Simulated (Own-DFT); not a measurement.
# How strain changes the stress of wurtzite GaN, 72 atoms (Ga36N36)

No measurement is shown. These are fixed-geometry runs of a retired plane-wave code named Own-DFT, which no person has reviewed; spin and spin-orbit coupling are neglected.

All runs used: PBE; PseudoDojo norm-conserving scalar-relativistic files; cutoff 42 hartree; 4 x 4 x 3 k mesh centred on Gamma; Fermi-Dirac smearing of 0.1 eV.

Known weak points: forces not confirmed at this smearing and k mesh; stress not checked against mesh or cutoff.

Unstrained cell vectors in Å: (9.567, 0.000, 0.000); (-4.783, 8.285, 0.000); (0.000, 0.000, 10.370). The unstrained cell has measured lattice constants (interpolated for alloys), not those of this functional. That, the random moves and any unrelaxed bonds set the pressure at no strain. The cell is deformed uniformly in each run, and the atoms keep their fractional places. Each atom got a random Gaussian move of width 0.05 Å along each axis. Strain is the symmetric tensor, in per cent. Stress is positive in tension, and the pressure is minus a third of its trace.

| run | e_xx (%) | e_yy (%) | e_zz (%) | e_yz (%) | e_xz (%) | e_xy (%) | s_xx (GPa) | s_yy (GPa) | s_zz (GPa) | s_yz (GPa) | s_xz (GPa) | s_xy (GPa) | P (GPa) | E (meV/atom) |
|---|---|---|---|---|---|---|---|---|---|---|---|---|---|---|
| 1 | -0.70 | 0.01 | -1.63 | 0.77 | 2.00 | -1.24 | -14.20 | -8.93 | -16.28 | 1.97 | 4.94 | -5.54 | 13.14 | 49.1 |
| 2 | -1.31 | 1.33 | 0.09 | -1.49 | -0.31 | -0.80 | -10.54 | -5.59 | -6.05 | -3.58 | -0.25 | -2.09 | 7.39 | 15.4 |
| 3 | 0.83 | 1.86 | 0.52 | 0.84 | -1.84 | -1.48 | -2.45 | 1.48 | -5.58 | 1.31 | -3.87 | -4.67 | 2.18 | 21.9 |
| 4 | 1.16 | -1.14 | -1.67 | 1.61 | -1.40 | -1.47 | -4.84 | -14.84 | -14.36 | 4.53 | -3.01 | -4.17 | 11.35 | 42.4 |
| 5 | -1.99 | -1.05 | -0.98 | -0.12 | -0.53 | -0.57 | -20.20 | -14.77 | -15.08 | 0.95 | -1.66 | -1.82 | 16.68 | 55.4 |
| 6 | 1.98 | 1.80 | -0.02 | -0.38 | -0.09 | -0.20 | 2.56 | 0.12 | -4.20 | -0.05 | 0.49 | -0.64 | 0.51 | 0.6 |
| 7 | 1.07 | 1.07 | 0.65 | -1.83 | -1.14 | 1.33 | -1.63 | -2.31 | -4.84 | -4.11 | -1.81 | 4.89 | 2.92 | 19.2 |
| 8 | 1.86 | -0.62 | -1.21 | 1.79 | 1.63 | -0.44 | -2.38 | -8.76 | -12.06 | 3.39 | 3.78 | -1.69 | 7.73 | 30.1 |
| 9 | -0.75 | 1.65 | 0.87 | 1.16 | 1.58 | 0.25 | -7.87 | -1.23 | -4.37 | 2.70 | 3.52 | 1.10 | 4.49 | 15.0 |
| 10 | -0.39 | -1.65 | 0.71 | -1.58 | -1.05 | -1.52 | -9.67 | -16.19 | -6.60 | -3.10 | -2.11 | -4.23 | 10.82 | 31.6 |
| 11 | 0.61 | -1.44 | 0.77 | 0.03 | 0.29 | -1.22 | -6.79 | -12.29 | -4.04 | 0.32 | 0.26 | -4.60 | 7.70 | 10.3 |
| 12 | -0.68 | -0.53 | -0.30 | 1.20 | -0.69 | -1.10 | -14.57 | -9.63 | -9.52 | 2.84 | -2.22 | -5.05 | 11.24 | 31.7 |
| 13 | 1.73 | -1.77 | 0.44 | -0.07 | 1.05 | -1.16 | -1.40 | -11.14 | -7.81 | -0.45 | 2.45 | -4.50 | 6.78 | 15.4 |
| 14 | 0.28 | -0.24 | -1.27 | 0.69 | 0.17 | -1.02 | -8.95 | -8.48 | -12.11 | 1.77 | 0.41 | -3.18 | 9.85 | 18.5 |
| 15 | -0.64 | 0.09 | 1.46 | 0.27 | -1.07 | 1.03 | -7.35 | -6.14 | -2.47 | 0.07 | -1.44 | 3.26 | 5.32 | 0.0 |
| 16 | 0.61 | -0.82 | -0.79 | 0.29 | 0.25 | 0.15 | -5.03 | -12.08 | -13.44 | 0.31 | 1.06 | 0.05 | 10.18 | 39.7 |
| 17 | -0.43 | 1.30 | 0.03 | -0.64 | 1.28 | 0.19 | ? | ? | ? | ? | ? | ? | ? | ? |

E is the free energy for each atom above the lowest run shown.

## Analysis

Least squares on the runs shown: each stress against a constant and the strains, taken as fractions with shears doubled. Shear strains stay in the fit of a normal stress only where such slopes are resolved. The slopes, in GPa:

```
stress  at no strain  per e_xx  per e_yy  per e_zz  scatter
  s_xx          -7.9  449 ± 30  104 ± 29  148 ± 37     1.38
  s_yy          -7.9  102 ± 30  392 ± 29   90 ± 37     1.36
  s_zz          -8.2   66 ± 28   77 ± 27  407 ± 35     1.28
```

The slope of each shear stress on twice its own strain, from a fit on all six strains: yz 106 ± 8, xz 112 ± 5, xy 166 ± 12 GPa. These are stiffnesses along x, y and z of the frame in which the cell vectors are given, with the crystal's c axis along z: C11, C12, C13 and C33. Hexagonal symmetry asks that xx and yy behave alike, which is a second check on the noise. The atoms are held to the strained lattice; where symmetry lets them move under strain, relaxing them would lower some slopes. Slopes across the diagonal should nearly agree, so their difference gauges the noise. A ninth of the table's sum, 204 ± 6 GPa, estimates the bulk modulus near the mean pressure of these runs, 8.0 GPa, so it lies above the value at zero pressure.

## Prediction

Question: what normal stresses and pressure should run 17 give?

From the fit: s_xx = -8.5, s_yy = -3.2, s_zz = -7.3 and P = 6.3 GPa. The calculation gave -7.06, -3.90, -6.56 and P = 5.84 GPa.
